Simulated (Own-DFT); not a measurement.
# Hybrid less PBE against volume: corundum Al2O3, 78 atoms (Al32O46), with two O vacancies

These are calculations. Each geometry was run twice at fixed positions with Own-DFT, a retired in-house plane-wave program that no person has reviewed: with PBE, and with HSE06 (exact exchange share 0.25 at short range, screening 0.11 per bohr, Gygi-Baldereschi treatment of its divergence). Both used PseudoDojo norm-conserving files made for PBE, a cutoff of 48 hartree, the Gamma point alone, fixed occupations, a neutral cell and no spin. The unstrained cell is 7.9 Å across at its thinnest, so Gamma alone is coarse and defects feel their images. The oxygen file's force components were 24 meV/Å off all-electron values in a glass.

Unstrained cell vectors in Å: (5.494, 0.000, 8.660); (-2.747, 4.758, 8.660); (-2.747, -4.758, 8.660), volume V0 = 679.1 Å³, from measured lattice constants. Each geometry has its own random strain of a few per cent, its own defect sites and random moves of rms u per axis. HSE06 gave the energy alone. D is its energy less that of PBE, over the lowest D shown. The PBE stress wasn't checked against mesh or cutoff.

| run | V - V0 (Å³) | u (Å) | P with PBE (GPa) | D (eV) |
|---|---|---|---|---|
| 1 | -2.4 | 0.0310 | 8.68 | 0.912 |
| 2 | -12.9 | 0.0286 | 12.41 | 0.435 |
| 3 | -2.1 | 0.0326 | 8.53 | 0.889 |
| 4 | -17.5 | 0.0293 | 14.36 | 0.246 |
| 5 | 10.6 | 0.0301 | 3.68 | 1.421 |
| 6 | -5.6 | 0.0312 | 10.20 | 0.724 |
| 7 | -4.5 | 0.0303 | 8.78 | 0.809 |
| 8 | -4.6 | 0.0497 | 10.93 | 0.896 |
| 9 | 5.6 | 0.0499 | 7.54 | 1.298 |
| 10 | -11.4 | 0.0471 | 13.67 | 0.680 |
| 11 | 5.2 | 0.0287 | 4.73 | 1.231 |
| 12 | -24.3 | 0.0287 | 17.27 | 0.000 |
| 13 | 3.5 | 0.0302 | 5.91 | ? |

## Fit

D = 0.92 + 0.0407 (V - V0) + 74 u² eV, with an error of 0.0010 on the volume slope, 15 on the last term and a scatter of 0.03 eV. Pressure is -dE/dV, and 1 eV/Å³ is 160.2 GPa, so HSE06 changes the pressure by -6.5 ± 0.2 GPa. With the ions held to the strained lattice, the PBE pressure falls by 270 ± 8 GPa per unit of volume strain; the shape of the strain isn't fitted, so the true error is larger, and a relaxed crystal would be softer. On that slope HSE06's volume at a given pressure is about 2.4 % smaller, or 0.8 % in lengths. At u = 0 and V0 the PBE pressure is 6.3 GPa, which puts the zero-pressure volume, against the measured cell and with the defects in, at +2.3 % for PBE and -0.1 % for HSE06, each good to a few tenths of a per cent.

## Test on the hidden row

The question: what D should run 13 give?

The fit gives 1.13 eV, with rows scattering by 0.03. The run itself gave 1.108 eV.
